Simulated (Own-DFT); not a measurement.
HfO2 (monoclinic hafnia, atoms displaced) (calculated)

A calculation, not a measurement: plane-wave density functional theory by an unreviewed code, no spin, of a simulated periodic cell, stress positive in tension, run twice, with PBE and with PBEsol, both on files made for PBE, so the change isn't that of files made for PBEsol, hafnium file: forces about 75 meV/angstrom off all-electron values; oxygen file: force components 24 meV/angstrom off all-electron in one glass; forces on such cells passed a denser k mesh, this cell's mesh not checked; the far tail of each file's local potential was reset to the Coulomb form; each entry is a single point on an unrelaxed cell, so the pressure reflects the starting lattice, mostly measured values (interpolated for alloys), from which strain is counted, and rises with the displacements; printed positions are rounded, which can move forces by about a meV/angstrom; the program, named Own-DFT, is a retired in-house code; no spin-orbit coupling; stress was not checked against mesh or cutoff. Program: Own-DFT development build.

Settings shared by all entries: functional PBE, then PBEsol; potential files PseudoDojo norm-conserving, scalar-relativistic, standard set; wave cutoff 72 hartree; occupations Fermi-Dirac; smearing width 0.1 eV; k mesh 2 x 2 x 2 centred on Gamma.

(1) HfO2 (monoclinic hafnia, atoms displaced)

```cif
# cell vector a (Å): 10.2340 0.0000 0.0000
# cell vector b (Å): 0.0000 10.3500 0.0000
# cell vector c (Å): -1.6955 0.0000 10.4453
data_HfO2
_symmetry_space_group_name_H-M 'P 1'
_symmetry_Int_Tables_number 1
_cell_length_a 10.2340
_cell_length_b 10.3500
_cell_length_c 10.5820
_cell_angle_alpha 90.000
_cell_angle_beta 99.220
_cell_angle_gamma 90.000
_cell_volume 1106.39
loop_
_atom_site_label
_atom_site_type_symbol
_atom_site_fract_x
_atom_site_fract_y
_atom_site_fract_z
_atom_site_occupancy
Hf1 Hf 0.13960 0.01688 0.10540 1
Hf2 Hf 0.36242 0.27377 0.14855 1
Hf3 Hf 0.36648 0.47841 0.39575 1
Hf4 Hf 0.13588 0.23028 0.35508 1
O1 O 0.03898 0.16762 0.17291 1
O2 O 0.46446 0.41772 0.07707 1
O3 O 0.46422 0.33432 0.32879 1
O4 O 0.03578 0.08469 0.42332 1
O5 O 0.22031 0.37685 0.23898 1
O6 O 0.27392 0.13023 0.00804 1
O7 O 0.27721 0.11853 0.26100 1
O8 O 0.22312 0.37113 0.49259 1
Hf5 Hf 0.13882 0.01950 0.59948 1
Hf6 Hf 0.36260 0.26938 0.64733 1
Hf7 Hf 0.36085 0.47976 0.89816 1
Hf8 Hf 0.14062 0.22606 0.85600 1
O9 O 0.03498 0.16420 0.67440 1
O10 O 0.46167 0.41585 0.57475 1
O11 O 0.46682 0.33468 0.82898 1
O12 O 0.03757 0.08387 0.92261 1
O13 O 0.22631 0.37557 0.74043 1
O14 O 0.27444 0.13002 0.50827 1
O15 O 0.27318 0.12073 0.75927 1
O16 O 0.22818 0.37131 0.98931 1
Hf9 Hf 0.13864 0.52323 0.10272 1
Hf10 Hf 0.36069 0.76900 0.14683 1
Hf11 Hf 0.36103 0.97955 0.39689 1
Hf12 Hf 0.13701 0.73141 0.35437 1
O17 O 0.03774 0.66391 0.17744 1
O18 O 0.46434 0.91471 0.07588 1
O19 O 0.46191 0.83525 0.32637 1
O20 O 0.03611 0.58479 0.42303 1
O21 O 0.22379 0.88088 0.24001 1
O22 O 0.27340 0.63237 0.01014 1
O23 O 0.27425 0.62073 0.26040 1
O24 O 0.22603 0.87238 0.49099 1
Hf13 Hf 0.13703 0.52181 0.60628 1
Hf14 Hf 0.35967 0.76764 0.64586 1
Hf15 Hf 0.36363 0.97804 0.89701 1
Hf16 Hf 0.13717 0.72909 0.85459 1
O25 O 0.03693 0.66521 0.67115 1
O26 O 0.46300 0.91960 0.57603 1
O27 O 0.46153 0.83650 0.82648 1
O28 O 0.03516 0.58591 0.92412 1
O29 O 0.22571 0.87860 0.73763 1
O30 O 0.27598 0.63043 0.51111 1
O31 O 0.28055 0.62070 0.76460 1
O32 O 0.22379 0.87279 0.98966 1
Hf17 Hf 0.64172 0.02167 0.10595 1
Hf18 Hf 0.85900 0.27025 0.14655 1
Hf19 Hf 0.86445 0.47772 0.39769 1
Hf20 Hf 0.63868 0.23054 0.35475 1
O33 O 0.53456 0.16442 0.17104 1
O34 O 0.96310 0.41817 0.07739 1
O35 O 0.96499 0.33051 0.32713 1
O36 O 0.53675 0.08482 0.42038 1
O37 O 0.72520 0.37918 0.23703 1
O38 O 0.77557 0.13078 0.01080 1
O39 O 0.77653 0.12146 0.26030 1
O40 O 0.72283 0.37358 0.48779 1
Hf21 Hf 0.63796 0.01883 0.60777 1
Hf22 Hf 0.86481 0.27125 0.64341 1
Hf23 Hf 0.86335 0.47936 0.89741 1
Hf24 Hf 0.63557 0.23041 0.85331 1
O41 O 0.53955 0.16624 0.67382 1
O42 O 0.96083 0.41758 0.57886 1
O43 O 0.96343 0.33439 0.82399 1
O44 O 0.53715 0.08615 0.91931 1
O45 O 0.72032 0.37982 0.74022 1
O46 O 0.77428 0.12963 0.51136 1
O47 O 0.77638 0.11948 0.75849 1
O48 O 0.72032 0.37170 0.99068 1
Hf25 Hf 0.64011 0.51904 0.10283 1
Hf26 Hf 0.86174 0.77002 0.14732 1
Hf27 Hf 0.86413 0.98329 0.39614 1
Hf28 Hf 0.63434 0.73003 0.35296 1
O49 O 0.53513 0.66359 0.17289 1
O50 O 0.96511 0.91599 0.07644 1
O51 O 0.96077 0.83284 0.32533 1
O52 O 0.53790 0.58440 0.42601 1
O53 O 0.72588 0.87879 0.24108 1
O54 O 0.77459 0.62903 0.00775 1
O55 O 0.77615 0.61743 0.25780 1
O56 O 0.72363 0.87400 0.48864 1
Hf29 Hf 0.63803 0.52186 0.60526 1
Hf30 Hf 0.85893 0.76806 0.64435 1
Hf31 Hf 0.86103 0.97835 0.89895 1
Hf32 Hf 0.63774 0.73036 0.85118 1
O57 O 0.53604 0.66643 0.67194 1
O58 O 0.96619 0.91525 0.57659 1
O59 O 0.96391 0.83302 0.82656 1
O60 O 0.53773 0.58188 0.92634 1
O61 O 0.72345 0.87642 0.74177 1
O62 O 0.77578 0.62989 0.50922 1
O63 O 0.77595 0.61834 0.76135 1
O64 O 0.72563 0.87179 0.99069 1
```

It finds PBE pressure 3.9 GPa; PBE stress xx -3.71 GPa; PBE stress yy -3.84 GPa; PBE stress zz -4.14 GPa; PBE stress yz -0.04 GPa; PBE stress xz 0.05 GPa; PBE stress xy -0.04 GPa; PBEsol pressure -2.56 GPa; PBEsol stress xx 2.76 GPa; PBEsol stress yy 2.57 GPa; PBEsol stress zz 2.34 GPa; PBEsol stress yz -0.05 GPa; PBEsol stress xz 0.4 GPa; PBEsol stress xy -0.03 GPa; rms change of force components from PBE to PBEsol 0.037 eV/Å.

Force:
```tsv
force element	PBE force x (eV/Å)	PBE force y (eV/Å)	PBE force z (eV/Å)	PBEsol force x (eV/Å)	PBEsol force y (eV/Å)	PBEsol force z (eV/Å)
Hf	-0.001	1.28	-0.366	0.008	1.293	-0.383
Hf	-0.249	-0.834	-0.664	-0.248	-0.766	-0.629
Hf	-1.162	0.201	0.318	-1.126	0.142	0.348
Hf	1.025	0.053	-0.439	1.002	0.007	-0.459
O	-0.584	-0.078	-0.157	-0.561	-0.064	-0.093
O	-0.022	-0.16	0.501	-0.031	-0.142	0.436
O	0.397	-0.209	-0.246	0.376	-0.21	-0.288
O	-0.329	-0.222	-0.211	-0.316	-0.234	-0.154
O	0.375	0.381	0.022	0.433	0.362	0.016
O	0.402	-0.001	0.623	0.321	-0.003	0.598
O	0.01	0.363	-0.041	-0.053	0.352	-0.034
O	0.02	0.137	-0.383	0.084	0.133	-0.372
Hf	-0.199	0.212	1.322	-0.191	0.248	1.265
Hf	-0.113	0.051	-0.105	-0.126	0.102	-0.079
Hf	0.735	-0.362	-0.28	0.715	-0.406	-0.248
Hf	-0.43	0.274	-0.354	-0.405	0.208	-0.372
O	-0.03	0.034	-0.461	-0.023	0.055	-0.404
O	0.57	0.2	0.369	0.546	0.213	0.303
O	-0.428	0.162	-0.248	-0.421	0.138	-0.289
O	-0.786	-0.536	0.131	-0.751	-0.534	0.174
O	-0.25	0.616	-0.106	-0.176	0.594	-0.104
O	0.227	0.008	0.27	0.153	-0.004	0.264
O	0.503	-0.186	0.003	0.423	-0.168	0.007
O	-0.519	0.176	0.191	-0.432	0.177	0.187
Hf	-0.303	-0.766	0.533	-0.297	-0.694	0.503
Hf	0.471	0.435	-0.178	0.456	0.47	-0.15
Hf	0.501	0.654	-0.227	0.481	0.595	-0.201
Hf	0.07	-0.366	0.15	0.069	-0.414	0.114
O	-0.58	0.439	-0.467	-0.55	0.446	-0.406
O	0.39	0.102	0.246	0.363	0.115	0.188
O	0.491	-0.51	0.066	0.472	-0.516	0.017
O	-0.231	-0.253	0.215	-0.219	-0.259	0.261
O	-0.165	-0.673	0.181	-0.098	-0.659	0.172
O	0.182	-0.276	0.056	0.11	-0.275	0.057
O	0.38	0.044	0.127	0.307	0.056	0.115
O	-0.341	-0.26	-0.384	-0.271	-0.242	-0.371
Hf	0.704	-0.757	-0.328	0.69	-0.691	-0.352
Hf	0.267	0.874	0.015	0.242	0.903	0.038
Hf	-0.224	0.697	-0.143	-0.219	0.626	-0.117
Hf	0.106	0.726	-0.236	0.106	0.664	-0.246
O	-0.455	0.419	0.307	-0.433	0.413	0.346
O	-0.004	-0.541	0.515	-0.009	-0.51	0.45
O	1.059	-0.881	-0.091	1.02	-0.871	-0.133
O	-0.113	-0.121	-0.15	-0.096	-0.132	-0.096
O	-0.361	-0.194	0.104	-0.283	-0.198	0.096
O	-0.111	-0.172	0.035	-0.172	-0.162	0.047
O	-0.422	0.133	-0.464	-0.472	0.139	-0.451
O	-0.119	-0.343	-0.074	-0.056	-0.329	-0.068
Hf	-0.814	-0.195	-0.448	-0.784	-0.139	-0.458
Hf	0.919	0.133	-0.494	0.882	0.174	-0.456
Hf	-0.252	0.421	-0.715	-0.253	0.365	-0.67
Hf	-0.173	-0.445	0.062	-0.165	-0.487	0.043
O	-0.033	0.376	0.217	-0.016	0.379	0.263
O	0.148	-0.089	0.122	0.135	-0.067	0.065
O	-0.51	0.469	0.374	-0.503	0.441	0.316
O	-0.279	-0.166	0.217	-0.262	-0.168	0.258
O	-0.14	-0.404	0.56	-0.067	-0.403	0.538
O	0.175	-0.247	0.165	0.103	-0.251	0.174
O	0.044	0.111	0.058	-0.018	0.115	0.053
O	0.008	-0.144	-0.066	0.074	-0.137	-0.071
Hf	0.27	0.387	-0.681	0.272	0.429	-0.689
Hf	-0.79	-0.673	1.049	-0.766	-0.614	1.057
Hf	-0.408	-0.605	-0.228	-0.404	-0.63	-0.197
Hf	0.891	0.159	-0.01	0.86	0.11	-0.038
O	-0.879	0.341	-0.381	-0.848	0.344	-0.313
O	0.878	0.578	-0.241	0.845	0.573	-0.291
O	0.27	0.089	0.426	0.245	0.073	0.363
O	-0.591	-0.862	0.569	-0.566	-0.847	0.6
O	0.358	-0.052	-0.289	0.406	-0.049	-0.284
O	0.318	0.057	-0.296	0.253	0.052	-0.29
O	0.076	-0.182	0.488	0.005	-0.182	0.473
O	0.47	-0.082	-0.087	0.514	-0.067	-0.077
Hf	-0.028	0.277	0	-0.017	0.311	-0.031
Hf	-0.072	-0.303	-0.288	-0.078	-0.243	-0.248
Hf	-0.659	-0.744	0.342	-0.65	-0.775	0.36
Hf	0.622	0.115	-0.131	0.604	0.066	-0.154
O	-0.46	0.466	0.269	-0.442	0.476	0.315
O	-0.007	-0.231	0.359	-0.016	-0.208	0.299
O	0.621	0.099	0.407	0.6	0.079	0.341
O	-0.474	-0.007	-0.429	-0.454	-0.025	-0.369
O	-0.261	0.126	-0.302	-0.187	0.123	-0.301
O	0.332	0.312	0.242	0.259	0.293	0.235
O	-0.013	0.397	0.387	-0.072	0.392	0.372
O	-0.023	-0.353	0.156	0.039	-0.34	0.156
Hf	0.143	-0.758	0.167	0.146	-0.693	0.139
Hf	0.597	0.724	0.084	0.575	0.751	0.105
Hf	0.655	0.572	-0.764	0.634	0.508	-0.72
Hf	-0.399	-0.353	0.867	-0.373	-0.39	0.819
O	-0.277	0.28	0.13	-0.258	0.283	0.179
O	-0.206	-0.249	-0.076	-0.207	-0.222	-0.127
O	0.058	-0.112	0.019	0.05	-0.128	-0.024
O	-0.328	0.489	-0.783	-0.31	0.454	-0.71
O	-0.021	-0.062	-0.267	0.036	-0.072	-0.26
O	0.056	-0.025	0.134	-0.009	-0.028	0.144
O	0.13	0.519	-0.38	0.06	0.517	-0.374
O	-0.295	-0.127	-0.013	-0.218	-0.113	-0.013
```

(2) HfO2 (monoclinic hafnia, atoms displaced)

```cif
# cell vector a (Å): 10.2340 0.0000 0.0000
# cell vector b (Å): 0.0000 10.3500 0.0000
# cell vector c (Å): -1.6955 0.0000 10.4453
data_HfO2
_symmetry_space_group_name_H-M 'P 1'
_symmetry_Int_Tables_number 1
_cell_length_a 10.2340
_cell_length_b 10.3500
_cell_length_c 10.5820
_cell_angle_alpha 90.000
_cell_angle_beta 99.220
_cell_angle_gamma 90.000
_cell_volume 1106.39
loop_
_atom_site_label
_atom_site_type_symbol
_atom_site_fract_x
_atom_site_fract_y
_atom_site_fract_z
_atom_site_occupancy
Hf1 Hf 0.13890 0.02184 0.10475 1
Hf2 Hf 0.36296 0.27316 0.14753 1
Hf3 Hf 0.35947 0.48075 0.39973 1
Hf4 Hf 0.14217 0.22535 0.35551 1
O1 O 0.03782 0.16763 0.17778 1
O2 O 0.46256 0.41749 0.07518 1
O3 O 0.46460 0.33315 0.33013 1
O4 O 0.03606 0.08095 0.42009 1
O5 O 0.22098 0.38098 0.24065 1
O6 O 0.27730 0.12635 0.00954 1
O7 O 0.27307 0.12016 0.26077 1
O8 O 0.22501 0.37072 0.48921 1
Hf5 Hf 0.13898 0.02141 0.60432 1
Hf6 Hf 0.35974 0.27105 0.64635 1
Hf7 Hf 0.36060 0.48217 0.89289 1
Hf8 Hf 0.13542 0.23069 0.85260 1
O9 O 0.03665 0.16404 0.67448 1
O10 O 0.46392 0.41626 0.57817 1
O11 O 0.46754 0.33381 0.82712 1
O12 O 0.03964 0.07937 0.92406 1
O13 O 0.22330 0.38179 0.73983 1
O14 O 0.27299 0.12552 0.50813 1
O15 O 0.27767 0.12092 0.75798 1
O16 O 0.22566 0.37378 0.99049 1
Hf9 Hf 0.13627 0.51957 0.10725 1
Hf10 Hf 0.36356 0.76625 0.14511 1
Hf11 Hf 0.35917 0.97979 0.39706 1
Hf12 Hf 0.13889 0.72832 0.35455 1
O17 O 0.03699 0.66887 0.17130 1
O18 O 0.46563 0.91699 0.07714 1
O19 O 0.46623 0.83515 0.32866 1
O20 O 0.03455 0.58543 0.42533 1
O21 O 0.22456 0.88090 0.24141 1
O22 O 0.27742 0.62781 0.01029 1
O23 O 0.27622 0.62296 0.26037 1
O24 O 0.22571 0.86932 0.48571 1
Hf13 Hf 0.13866 0.52228 0.60234 1
Hf14 Hf 0.36298 0.76995 0.64886 1
Hf15 Hf 0.36108 0.98026 0.89473 1
Hf16 Hf 0.13920 0.72743 0.85108 1
O25 O 0.03646 0.66681 0.67488 1
O26 O 0.46487 0.91641 0.57454 1
O27 O 0.46377 0.83308 0.82966 1
O28 O 0.03463 0.58543 0.92160 1
O29 O 0.22645 0.87561 0.73885 1
O30 O 0.27547 0.62900 0.51132 1
O31 O 0.27913 0.62038 0.76238 1
O32 O 0.22315 0.87044 0.99138 1
Hf17 Hf 0.64018 0.02219 0.10383 1
Hf18 Hf 0.86516 0.26923 0.14678 1
Hf19 Hf 0.86154 0.48050 0.39901 1
Hf20 Hf 0.63972 0.22980 0.35631 1
O33 O 0.53438 0.16812 0.17143 1
O34 O 0.96169 0.41538 0.07389 1
O35 O 0.96326 0.33294 0.32603 1
O36 O 0.53679 0.08489 0.42446 1
O37 O 0.72483 0.37806 0.23881 1
O38 O 0.77465 0.13051 0.01203 1
O39 O 0.77740 0.12204 0.25771 1
O40 O 0.72468 0.37247 0.48998 1
Hf21 Hf 0.63686 0.01957 0.60013 1
Hf22 Hf 0.85858 0.26881 0.64417 1
Hf23 Hf 0.86265 0.47897 0.89919 1
Hf24 Hf 0.63807 0.23483 0.85739 1
O41 O 0.53847 0.16954 0.67402 1
O42 O 0.96874 0.41311 0.57752 1
O43 O 0.96461 0.33491 0.82709 1
O44 O 0.53721 0.08419 0.92449 1
O45 O 0.72530 0.38139 0.73644 1
O46 O 0.77734 0.12757 0.50733 1
O47 O 0.77259 0.12190 0.76101 1
O48 O 0.73017 0.36972 0.99069 1
Hf25 Hf 0.63331 0.52083 0.10194 1
Hf26 Hf 0.86186 0.77147 0.14522 1
Hf27 Hf 0.85668 0.97969 0.39653 1
Hf28 Hf 0.63936 0.72967 0.35582 1
O49 O 0.53754 0.66932 0.17310 1
O50 O 0.96184 0.91195 0.07735 1
O51 O 0.96032 0.83563 0.32793 1
O52 O 0.53511 0.58636 0.42451 1
O53 O 0.72182 0.87909 0.24137 1
O54 O 0.77264 0.62875 0.00927 1
O55 O 0.77967 0.61875 0.26144 1
O56 O 0.72448 0.86816 0.48826 1
Hf29 Hf 0.64184 0.52242 0.60571 1
Hf30 Hf 0.85828 0.77216 0.64688 1
Hf31 Hf 0.86038 0.98149 0.89332 1
Hf32 Hf 0.63374 0.72827 0.85543 1
O57 O 0.53666 0.66587 0.67761 1
O58 O 0.96153 0.91587 0.57831 1
O59 O 0.96181 0.83604 0.82716 1
O60 O 0.53406 0.58387 0.92407 1
O61 O 0.72692 0.87883 0.74228 1
O62 O 0.77652 0.62607 0.51216 1
O63 O 0.77608 0.62023 0.75673 1
O64 O 0.72375 0.87256 0.99148 1
```

Results for HfO2 (monoclinic hafnia, atoms displaced): PBE pressure 3.78 GPa; PBE stress xx -3.4 GPa; PBE stress yy -3.82 GPa; PBE stress zz -4.13 GPa; PBE stress yz 0.24 GPa; PBE stress xz 0.23 GPa; PBE stress xy -0.23 GPa; PBEsol pressure -2.68 GPa; PBEsol stress xx 3.07 GPa; PBEsol stress yy 2.6 GPa; PBEsol stress zz 2.36 GPa; PBEsol stress yz 0.23 GPa; PBEsol stress xz 0.57 GPa; PBEsol stress xy -0.22 GPa; rms change of force components from PBE to PBEsol 0.038 eV/Å.

Force:
```tsv
force element	PBE force x (eV/Å)	PBE force y (eV/Å)	PBE force z (eV/Å)	PBEsol force x (eV/Å)	PBEsol force y (eV/Å)	PBEsol force z (eV/Å)
Hf	-0.211	-0.785	0.01	-0.189	-0.723	-0.015
Hf	0.071	-0.433	-0.22	0.081	-0.379	-0.191
Hf	0.951	-0.201	-0.387	0.922	-0.244	-0.344
Hf	-1.234	0.628	-0.156	-1.199	0.553	-0.184
O	-0.007	-0.355	-0.815	0.003	-0.329	-0.737
O	0.246	0.001	0.25	0.235	0.019	0.196
O	-0.184	0.187	-0.096	-0.187	0.165	-0.146
O	-0.24	-0.077	0.457	-0.215	-0.08	0.498
O	0.312	-0.149	0.114	0.365	-0.146	0.107
O	-0.053	0.641	0.244	-0.116	0.609	0.24
O	0.621	0.29	-0.07	0.527	0.286	-0.059
O	-0.161	-0.133	0.237	-0.087	-0.123	0.232
Hf	-0.757	-0.683	-0.423	-0.735	-0.609	-0.44
Hf	0.949	-0.098	0.041	0.93	-0.044	0.067
Hf	-0.186	-0.889	0.633	-0.196	-0.904	0.648
Hf	0.218	-0.156	0.547	0.207	-0.199	0.5
O	-0.442	0.253	-0.184	-0.412	0.26	-0.129
O	0.148	0.235	0.126	0.126	0.24	0.072
O	-0.739	0.546	0.042	-0.723	0.514	-0.009
O	-0.411	0.516	-0.359	-0.392	0.492	-0.298
O	0.163	-0.368	-0.034	0.226	-0.363	-0.035
O	0.443	0.504	0.566	0.363	0.481	0.541
O	-0.159	0.08	0.075	-0.217	0.082	0.068
O	-0.304	-0.405	-0.242	-0.233	-0.383	-0.235
Hf	0.12	0.313	-0.775	0.127	0.349	-0.782
Hf	-0.196	1.489	0.178	-0.192	1.497	0.198
Hf	0.613	-0.627	-0.869	0.581	-0.668	-0.824
Hf	-0.634	0.836	-0.448	-0.605	0.775	-0.458
O	-0.107	-0.235	0.174	-0.094	-0.222	0.221
O	-0.195	-0.224	-0.034	-0.196	-0.206	-0.087
O	-0.007	-0.139	-0.039	-0.012	-0.156	-0.081
O	0.103	0.011	-0.195	0.115	-0.007	-0.137
O	0.026	-0.277	-0.209	0.085	-0.27	-0.197
O	-0.092	-0.144	-0.04	-0.141	-0.147	-0.041
O	0.033	-0.276	0.27	-0.036	-0.259	0.265
O	-0.294	0.041	0.758	-0.219	0.047	0.728
Hf	-0.671	-0.2	0.403	-0.658	-0.153	0.368
Hf	0.333	0.237	-0.663	0.318	0.274	-0.613
Hf	0.235	0.095	1.063	0.226	0.05	1.073
Hf	-0.88	0.605	0.954	-0.857	0.54	0.904
O	-0.045	-0.102	-0.378	-0.023	-0.088	-0.312
O	-0.029	-0.266	0.671	-0.034	-0.239	0.6
O	0.134	-0.091	-0.204	0.124	-0.112	-0.251
O	0	-0.212	0.288	0.01	-0.223	0.327
O	-0.248	0.473	-0.213	-0.172	0.453	-0.206
O	0.176	0.005	0.073	0.107	-0.009	0.067
O	-0.045	0.376	-0.542	-0.103	0.375	-0.521
O	0.177	-0.154	-0.423	0.237	-0.14	-0.416
Hf	-0.544	-0.32	0.094	-0.523	-0.268	0.06
Hf	-0.551	0.207	0.458	-0.55	0.248	0.478
Hf	0.375	-0.566	-0.944	0.359	-0.594	-0.901
Hf	-0.129	0.294	-1.053	-0.122	0.245	-1.053
O	-0.049	0.153	0.339	-0.044	0.168	0.379
O	1.028	0.384	0.557	0.993	0.394	0.49
O	0.399	0.168	0.501	0.373	0.147	0.433
O	-0.262	-0.084	-0.238	-0.235	-0.098	-0.173
O	-0.365	0.092	-0.005	-0.292	0.079	-0.002
O	0.477	-0.118	-0.269	0.394	-0.119	-0.256
O	-0.29	-0.195	0.517	-0.346	-0.186	0.505
O	-0.094	-0.351	0.108	-0.026	-0.34	0.11
Hf	-0.422	0.446	1.035	-0.42	0.488	0.976
Hf	0.541	0.44	0.391	0.519	0.484	0.405
Hf	0.117	0.597	-0.89	0.116	0.529	-0.837
Hf	0.065	-1.158	-0.448	0.064	-1.181	-0.467
O	-0.414	-0.236	-0.532	-0.397	-0.213	-0.47
O	-0.231	-0.125	0.112	-0.238	-0.099	0.062
O	0.121	-0.422	-0.138	0.115	-0.429	-0.178
O	-0.304	0.103	-0.471	-0.287	0.088	-0.403
O	-0.048	-0.419	0.453	0.014	-0.414	0.434
O	-0.13	0.271	0.467	-0.191	0.257	0.451
O	0.531	0.183	-0.267	0.464	0.184	-0.26
O	-0.825	0.34	-0.197	-0.738	0.332	-0.201
Hf	0.944	-0.191	0.959	0.92	-0.134	0.906
Hf	-0.382	-0.079	0.325	-0.371	-0.019	0.342
Hf	1.185	-0.24	-0.648	1.148	-0.286	-0.615
Hf	-0.162	-0.132	-0.59	-0.159	-0.161	-0.598
O	0.11	-0.42	-0.166	0.107	-0.398	-0.12
O	0.891	1.086	-0.164	0.853	1.063	-0.202
O	0.752	-0.572	0.056	0.72	-0.569	0.003
O	-0.326	-0.272	0.052	-0.304	-0.278	0.1
O	0.015	0.065	-0.129	0.079	0.06	-0.12
O	0.085	-0.01	0.004	0.017	-0.016	0.002
O	-0.43	0.235	0.016	-0.482	0.235	0.028
O	-0.398	0.277	0.549	-0.326	0.277	0.53
Hf	-0.647	-0.22	-0.183	-0.609	-0.169	-0.194
Hf	0.735	-0.259	0.336	0.707	-0.2	0.358
Hf	0	-0.5	0.728	-0.008	-0.551	0.728
Hf	1.204	0.47	0.267	1.169	0.409	0.231
O	-0.401	0.048	-0.419	-0.384	0.068	-0.35
O	0.561	0.406	0.018	0.53	0.408	-0.031
O	0.788	-0.457	-0.067	0.749	-0.451	-0.119
O	-0.221	-0.133	-0.223	-0.21	-0.142	-0.169
O	-0.694	0.191	-0.596	-0.598	0.18	-0.584
O	0.145	0.35	-0.073	0.074	0.33	-0.067
O	-0.137	0.142	0.624	-0.2	0.143	0.592
O	-0.158	-0.15	-0.413	-0.093	-0.137	-0.4
```
